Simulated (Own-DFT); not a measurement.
# Computed records: SiC (4H silicon carbide, atoms displaced)

All values are calculated (Own-DFT development build). A calculation, not a measurement: plane-wave PBE density functional theory by an unreviewed code, no spin, of a simulated periodic cell, stress positive in tension, free energy of the whole cell less one offset for each atom, forces on such cells passed a denser k mesh, this cell's mesh not checked; offsets are fitted by least squares, one for each functional and potential file, so energies compare only between cells with the same atoms and settings and are not formation energies; the far tail of each file's local potential was reset to the Coulomb form; each entry is a single point on an unrelaxed cell, so the pressure reflects the starting lattice, mostly measured values (interpolated for alloys), from which strain is counted, and rises with the displacements; printed positions are rounded, which can move forces by about a meV/angstrom; the program, named Own-DFT, is a retired in-house code; no spin-orbit coupling.

### SiC (4H silicon carbide, atoms displaced)

```xyz
128
Lattice="12.3308 0.0000 0.0000 -6.1654 10.6788 0.0000 0.0000 0.0000 10.0681" Properties=species:S:1:pos:R:3 SiC
Si     6.1397    10.6526     4.0394
Si     0.0448     1.7751     1.5834
C      0.0522     0.0194     0.9954
C      0.0139     1.7766     3.4932
Si    -1.5389     2.7096     4.1403
Si    -1.6043     4.3978     1.5699
C     10.7806     2.6175     0.9289
C     -1.5263     4.4764     3.3983
Si     9.2149     5.2554     4.0536
Si    -3.0937     7.1189     1.5598
C     -3.0549     5.3484     0.9363
C     -3.1182     7.1511     3.4601
Si    -4.6239     8.0183     4.1011
Si    -4.5468     9.7482     1.6033
C     -4.6261     8.0821     0.9537
C     -4.6040     9.7806     3.4326
Si    -3.0708    10.6457     4.1055
Si     3.1245     1.8085     1.5410
C      3.0959     0.0007     0.8846
C      3.1070     1.7646     3.4684
Si     1.5621     2.6753     4.0503
Si     1.5679     4.4316     1.5662
C      1.5745     2.6238     0.9512
C      1.5483     4.4120     3.4690
Si     0.0182     5.3561     4.1131
Si     0.0038     7.0885     1.5162
C      0.0053     5.3482     0.9722
C     -0.0143     7.1425     3.4878
Si    -1.5341     7.9849     4.0929
Si    -1.5420     9.7838     1.5314
C     -1.5641     8.0004     0.9834
C     -1.5413     9.7813     3.5008
Si    -0.0497    10.6223     4.0994
Si     6.1815     1.7542     1.5846
C     -0.0277    10.6780     0.8829
C      6.1686     1.8194     3.4707
Si     4.6333     2.6915     4.0792
Si     4.6298     4.4725     1.5882
C      4.6235     2.6715     0.9105
C      4.6131     4.4321     3.5015
Si     3.1177     5.3324     4.1079
Si     3.0417     7.1181     1.6006
C      3.0841     5.3607     0.8658
C      3.1127     7.1071     3.4665
Si     1.5519     8.0346     4.1277
Si     1.5497     9.7998     1.5685
C      1.4771     8.0220     0.9268
C      1.5750     9.8348     3.4717
Si     3.0907    10.6395     4.0826
Si     9.2447     1.7489     1.5377
C      9.2828     0.0072     0.9397
C      9.3252     1.7838     3.4546
Si     7.7090     2.6918     4.0915
Si     7.7170     4.4368     1.6039
C      7.6668     2.6710     0.9316
C      7.7210     4.4551     3.4527
Si     6.1619     5.3409     4.0960
Si     6.1523     7.1474     1.5847
C      6.1688     5.3459     0.9279
C      6.1399     7.1994     3.4648
Si     4.6172     8.0278     4.0983
Si     4.5836     9.8153     1.5731
C      4.6630     8.0306     0.9645
C      4.6107     9.7832     3.4530
Si     0.0112     0.0010     9.0713
Si     6.1404     8.8987     6.5991
C      6.1598    10.6537     5.9664
C      6.1948     8.8927     8.4907
Si     7.6908     7.9770     9.1434
Si     7.7018     6.2165     6.6310
C      7.6995     8.0063     5.9273
C      7.6907     6.2631     8.5462
Si     9.2574     5.3032     9.1039
Si     9.2625     3.5673     6.6242
C     -3.0474     5.3501     5.9517
C      9.2421     3.5958     8.4796
Si    -1.5396     2.7066     9.1272
Si    10.7642     0.9272     6.6011
C     -1.5334     2.6945     5.9692
C     10.7606     0.9080     8.4476
Si     3.0351    10.6482     9.1612
Si     3.0778     8.8597     6.5780
C      3.1158    10.6484     6.0003
C      3.0621     8.8951     8.4375
Si     4.6014     8.0143     9.1041
Si     4.5897     6.1848     6.5980
C      4.6131     7.9412     5.9429
C      4.6003     6.2033     8.4860
Si     6.2388     5.3287     9.1768
Si     6.1517     3.5281     6.6633
C      6.1508     5.3599     5.9722
C      6.1224     3.5972     8.4949
Si     7.6893     2.6821     9.1021
Si     7.6984     0.9434     6.5862
C      7.6735     2.6913     6.0069
C      7.7094     0.9323     8.5336
Si     6.1421     0.0210     9.1594
Si    -0.0293     8.8716     6.5717
C     -0.0181    10.6778     5.9950
C     -0.0151     8.8787     8.5321
Si     1.4549     8.0549     9.1944
Si     1.5160     6.2592     6.5549
C      1.5546     8.0469     5.9728
C      1.5479     6.2551     8.4331
Si     3.0927     5.3050     9.1424
Si     3.0464     3.5168     6.6623
C      3.0600     5.3402     5.9488
C      3.1714     3.5670     8.4388
Si     4.6344     2.6300     9.1387
Si     4.5899     0.8901     6.6149
C      4.5772     2.6476     5.9939
C      4.6490     0.8521     8.4892
Si    -3.0688    10.6418     9.1057
Si    -3.0890     8.8626     6.5259
C      3.0735     0.0478     5.9487
C     -3.0772     8.8928     8.5181
Si    -1.5062     8.0249     9.0521
Si    -1.5010     6.2249     6.6026
C     -1.5396     7.9529     5.9664
C     -1.5446     6.2549     8.4287
Si     0.0020     5.3699     9.0827
Si     0.0042     3.5585     6.6352
C      0.0105     5.3160     5.9573
C      0.0004     3.5119     8.4952
Si     1.5542     2.6496     9.1440
Si     1.5396     0.8723     6.6160
C      1.5592     2.6461     6.0393
C      1.5582     0.8487     8.4811
```

Here we set functional PBE, potential files PseudoDojo norm-conserving, scalar-relativistic, standard set, wave cutoff 42 hartree, occupations Fermi-Dirac, smearing width 0.1 eV, hardware one NVIDIA H200 and k mesh 3 x 3 x 3 centred on Gamma.

Results for SiC (4H silicon carbide, atoms displaced): free energy of cell above offsets -18.851 eV; pressure 3.76 GPa; stress xx -2.92 GPa; stress yy -2.84 GPa; stress zz -5.51 GPa; stress yz -0.35 GPa; stress xz -0.22 GPa; stress xy -0.33 GPa; wall time 534.9 s.

Force:
```
element  x (eV/Å)  y (eV/Å)  z (eV/Å)
     Si     0.862      0.53     0.781
     Si    -0.768    -0.263     0.302
      C     -0.67    -0.735    -1.072
      C    -0.263     0.347     -0.25
     Si     0.744    -0.347    -1.676
     Si     1.671     0.504    -0.593
      C     0.317     0.753     0.004
      C    -0.238    -0.543     1.713
     Si     1.526     2.545     0.581
     Si    -0.129     0.385     0.466
      C    -0.996     -0.45    -0.295
      C     0.551    -1.318     0.019
     Si     -0.21    -0.018    -0.938
     Si    -1.078      1.97    -0.846
      C     0.006      -2.5    -0.465
      C    -0.072     0.109     1.213
     Si    -0.443     0.989    -0.651
     Si    -0.313    -1.338     0.824
      C     0.359     0.191     1.172
      C     0.078     0.114    -0.587
     Si     0.027    -0.973      1.45
     Si    -0.422     0.179    -0.083
      C    -0.207     1.256    -0.326
      C      0.33     1.272    -0.283
     Si    -0.245    -0.265    -1.301
     Si    -1.128     0.658      1.81
      C    -0.241    -1.242    -1.218
      C     1.122    -0.379     -0.59
     Si    -0.722    -0.013    -0.523
     Si    -0.313    -0.124     0.777
      C     0.675    -0.154    -1.509
      C    -0.247    -0.519    -1.154
     Si     1.294     1.719     0.254
     Si    -0.736     0.533    -0.215
      C     0.863    -0.032     2.207
      C     0.098    -1.132    -0.001
     Si    -0.451    -1.051     0.829
     Si    -0.164    -0.333    -0.566
      C     0.645     0.381     0.892
      C     0.646     0.734    -1.018
     Si     -1.07     -0.06    -0.287
     Si     0.885     0.368    -1.024
      C    -0.091    -0.396      2.54
      C    -0.964     0.152     0.184
     Si    -0.122    -0.362    -1.249
     Si    -0.473     0.076     0.122
      C     1.302     0.137     1.303
      C    -1.216    -0.982    -0.447
     Si     0.567     1.599     0.804
     Si    -0.019      0.98     0.806
      C    -1.457    -0.534    -0.037
      C    -1.551    -0.105     0.277
     Si     0.501    -0.906     -0.02
     Si     -0.16     0.322    -1.168
      C     0.974    -0.097     0.092
      C    -1.196    -0.457      0.24
     Si     0.028     0.895    -0.041
     Si     0.664     0.107    -0.024
      C     0.379     0.114      1.57
      C     0.531    -1.727     0.039
     Si     0.031    -0.243    -0.433
     Si     2.238    -0.541    -0.008
      C    -1.803    -0.027    -0.729
      C    -0.246    -0.134     0.028
     Si    -0.471     0.082     1.283
     Si     0.235    -0.434    -0.141
      C    -0.271     0.561     -0.28
      C    -0.842    -0.183    -0.096
     Si     0.585      1.64     0.081
     Si     0.127     0.372    -0.625
      C    -0.241    -0.245     1.309
      C     0.938     -1.29    -0.809
     Si      0.02     1.737     0.282
     Si    -0.289     0.409    -0.737
      C    -0.677    -0.515     0.395
      C     0.006    -0.929     0.477
     Si    -0.257    -1.296    -0.255
     Si     0.721    -0.991    -0.389
      C    -0.289     0.037     0.738
      C     0.102    -0.065     1.435
     Si     1.138     0.611    -1.853
     Si     0.676     0.738     0.442
      C    -1.036     0.683    -0.833
      C    -0.508     0.012     1.758
     Si     0.275    -0.387     0.141
     Si     0.283     0.288     0.349
      C    -0.059     0.977     0.785
      C     0.945     0.354     0.557
     Si    -2.208     0.516    -1.383
     Si    -0.927     1.021    -1.326
      C     0.382    -1.058     0.324
      C     1.133    -0.892     0.885
     Si    -0.099     0.445     0.374
     Si     0.317    -1.734      0.67
      C     0.876     0.212    -0.636
      C     -0.51    -0.856     -0.59
     Si     0.744    -0.422    -1.922
     Si     0.565     0.789     0.965
      C     0.023    -0.094    -0.218
      C     0.248     1.475    -1.267
     Si     2.144    -1.311    -2.501
     Si     0.814    -0.442     0.524
      C    -0.905    -0.594     -0.15
      C    -0.248    -0.201     1.268
     Si    -0.144     0.915    -2.169
     Si     0.671     0.969    -2.059
      C    -0.191     -0.59     0.696
      C    -1.659    -0.656     2.675
     Si      0.05     0.463    -0.818
     Si     0.578    -0.112    -0.311
      C     0.884     0.503    -0.229
      C    -0.767     0.632     0.169
     Si    -0.224     0.299     -0.23
     Si    -0.111     0.906     1.515
      C     0.101    -1.577     0.603
      C    -0.169    -0.663    -1.304
     Si    -1.696    -0.548     1.739
     Si    -0.706    -0.646     -0.88
      C     0.073     0.905     -0.18
      C     0.028    -0.714     1.377
     Si     0.332    -0.551     0.472
     Si     0.502    -0.423    -0.578
      C    -0.119     0.269     0.496
      C     0.281     1.278     0.561
     Si     0.506    -0.151    -0.875
     Si    -0.416    -0.079    -0.463
      C     -0.95     0.222    -1.272
      C     0.196     0.703     0.363
```
